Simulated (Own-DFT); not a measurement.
# PBE against PBEsol on the same cells

These are calculations, not measurements. The program, named Own-DFT, is a retired in-house plane-wave density functional code that no person has reviewed. Each row is one single-point run on a periodic cell that was not relaxed, without spin or spin-orbit coupling.

Known limits: forces on such cells failed a check on a denser k mesh; stress not checked against mesh or cutoff.

Each cell was run twice at the same cutoff, k mesh and smearing, with PBE and with PBEsol, on PseudoDojo norm-conserving files made for PBE. Atoms were moved at random from their sites; u is the rms move along one axis. Files made for PBEsol would give a somewhat different change.

| cell | atoms | volume (Å³/atom) | u (Å) | cutoff (hartree) | P with PBE (GPa) | P with PBEsol (GPa) | change (GPa) |
|---|---|---|---|---|---|---|---|
| C11b WSi2 with one Si vacancy (Si19W10) | 29 | 13.90 | 0.051 | 50 | 4.08 | 0.09 | -3.99 |
| C11b WSi2 with one Si vacancy (Si19W10) | 29 | 13.90 | 0.053 | 50 | 4.88 | 0.90 | -3.99 |
| C11b WSi2 with one Si vacancy (Si19W10) | 29 | 13.90 | 0.046 | 50 | 4.46 | 0.47 | -4.00 |
| C40 NbSi2 with one Si vacancy (Nb12Si23) | 35 | 15.06 | 0.080 | 42 | 3.91 | 0.33 | -3.58 |
| C40 NbSi2 with one Si vacancy (Nb12Si23) | 35 | 15.06 | 0.046 | 42 | 1.66 | -1.91 | -3.57 |
| C40 NbSi2 with one Si vacancy (Nb12Si23) | 35 | 15.06 | 0.031 | 42 | 1.00 | -2.57 | -3.57 |
| D0_22 TiAl3 (Al30Ti10) | 40 | 15.75 | 0.049 | 42 | 1.86 | -0.03 | -1.89 |
| D0_22 TiAl3 (Al30Ti10) | 40 | 15.63 | 0.109 | 42 | 5.53 | 3.63 | -1.91 |
| D0_22 TiAl3 (Al30Ti10) | 40 | 15.88 | 0.053 | 42 | 1.04 | -0.82 | -1.86 |
| L1_0 TiAl (Al16Ti16) | 32 | 16.06 | 0.152 | 42 | 7.05 | 4.20 | -2.85 |
| L1_0 TiAl (Al16Ti16) | 32 | 16.13 | 0.045 | 42 | 1.24 | -1.59 | -2.83 |
| L1_0 TiAl (Al16Ti16) | 32 | 15.99 | 0.049 | 42 | 2.42 | ? | ? |

## Worked reading

Mean change of pressure by composition, in GPa: Si19W10, -3.99; Nb12Si23, -3.57; AlTi, -2.84; Al3Ti, -1.89. At a fixed cell PBEsol gives the lower pressure, because it favours a smaller volume than PBE. Here the change varies more between materials than between cells of one material.

## Withheld value

Question: what PBEsol pressure should the Al16Ti16 cell with the blank give?

Adding the mean change of the cells with its composition, -2.84 GPa, to 2.42 gives -0.4 GPa. The calculation gave -0.44 GPa.
